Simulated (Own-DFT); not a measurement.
# Slab less bulk: wurtzite AlN, m plane (10-10)

No measurement is shown. These are fixed-geometry runs of a retired plane-wave code named Own-DFT, which no person has reviewed; spin and spin-orbit coupling are neglected.

Limits: k mesh not checked against a denser one.

Both sets of runs: PBE; PseudoDojo norm-conserving scalar-relativistic files; cutoff 42 hartree; Gaussian smearing of 0.01 eV. The slab has 128 atoms in 16 layers, two equal faces of 62.02 Å² as cut, 15 Å of vacuum, a dipole correction along the normal and a 6 x 3 x 1 mesh. The bulk cell has 72 atoms, the same measured lattice constants and a 4 x 4 x 3 mesh. All atoms were moved at random; u is the rms move along one axis. Energies are counted from -174.07 eV for each atom.

| slab run | u (Å) | E (eV, cell) |
|---|---|---|
| 1 | 0.0194 | 21.660 |
| 2 | 0.0195 | 21.819 |
| 3 | 0.0205 | 21.889 |
| 4 | 0.0206 | 21.684 |
| 5 | 0.0210 | 21.947 |
| 6 | 0.0212 | 22.111 |
| 7 | 0.0221 | 22.044 |
| 8 | 0.0491 | 30.102 |
| 9 | 0.0509 | 30.376 |
| 10 | 0.0513 | 29.820 |
| 11 | 0.0515 | 30.009 |
| 12 | 0.1002 | 58.748 |

| bulk run | u (Å) | E (meV/atom) |
|---|---|---|
| 1 | 0.0184 | 4.91 |
| 2 | 0.0196 | 7.95 |
| 3 | 0.0202 | 9.66 |
| 4 | 0.0209 | 9.17 |
| 5 | 0.0970 | 264.96 |
| 6 | 0.0984 | 295.21 |
| 7 | 0.0994 | 366.45 |
| 8 | 0.1014 | 293.86 |
| 9 | 0.1023 | 352.44 |
| 10 | 0.1031 | 336.33 |

Asked: what is the energy of the unrelaxed surface?

## Working it out

Take each set to u = 0 with E = a + b u². Residuals are scaled by 1/(u² + 0.0006 Å²) to tame the large moves. Slab: a = 20.25 ± 0.06 eV. Bulk: a = -4.7 ± 1.4 meV/atom. The excess is 20.25 - 128 x (-0.0047) = 20.86 ± 0.19 eV. Over two faces that is 168 meV/Å², or 2.69 ± 0.02 J/m². Relaxing the faces would lower the energy, and the unlike meshes and the reach from the smallest u down to zero add errors that aren't counted here.
